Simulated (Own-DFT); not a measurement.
# Which defects push the lattice out? grey tin

The numbers are computed, not measured, by runs of the plane-wave DFT program Own-DFT (in-house, retired, unreviewed) at fixed positions, with no spin and no spin-orbit coupling.

All runs used: PBE; PseudoDojo norm-conserving scalar-relativistic files; cutoff 42 hartree; 3 x 3 x 3 k mesh centred on Gamma; cold (Marzari-Vanderbilt) smearing of 0.2 eV.

Known weak points (not all hold for every row): not probed for a lower state with spin; forces on such cells moved up to 12 meV/angstrom on a denser k mesh; stress not checked against mesh or cutoff.

All runs share one cell, with vectors in Å (12.978, 0.000, 0.000); (0.000, 12.978, 0.000); (0.000, 0.000, 12.978) and a volume of 2185.9 Å³. Atoms were moved at random from their sites; u is the rms move along one axis. The defect's site can differ from row to row.

| cell | formula | u (Å) | P (GPa) |
|---|---|---|---|
| no defect | Sn64 | 0.0195 | 3.38 |
| no defect | Sn64 | 0.0200 | 3.39 |
| no defect | Sn64 | 0.0474 | 3.62 |
| two Sn vacancies | Sn62 | 0.0297 | 3.15 |
| two Sn vacancies | Sn62 | 0.0306 | 3.15 |
| two Sn vacancies | Sn62 | 0.0516 | ? |
| two Sn vacancies | Sn62 | 0.0541 | 3.41 |
| one Sn vacancy | Sn63 | 0.0307 | 3.27 |
| one Sn vacancy | Sn63 | 0.0501 | 3.38 |
| one Sn vacancy | Sn63 | 0.0508 | 3.36 |

## What the rows give

P = P0 + c u² + a shift for each defect gives P0 = 3.35 GPa, c = 112 ± 14 GPa/Å² and a scatter of 0.04 GPa. The shifts, and each times the cell's volume:

- one Sn vacancy: -0.24 ± 0.03 GPa, -3.3 eV
- two Sn vacancies: -0.29 ± 0.03 GPa, -4.0 eV (-2.0 eV for each of its 2 sites)

A positive shift means that the defect pushes the cell outwards. Shift times volume (160.2 GPa Å³ is 1 eV) depends little on the cell's size, so, taken for each site, it can be compared between cells at like pressure. The atoms around the defects weren't relaxed, which would change these numbers.

## The run left out

The question: what pressure belongs in the blank (two Sn vacancies, u = 0.0516 Å)?

The fitted form gives 3.36 ± 0.04 GPa. The run itself gave 3.35 GPa.
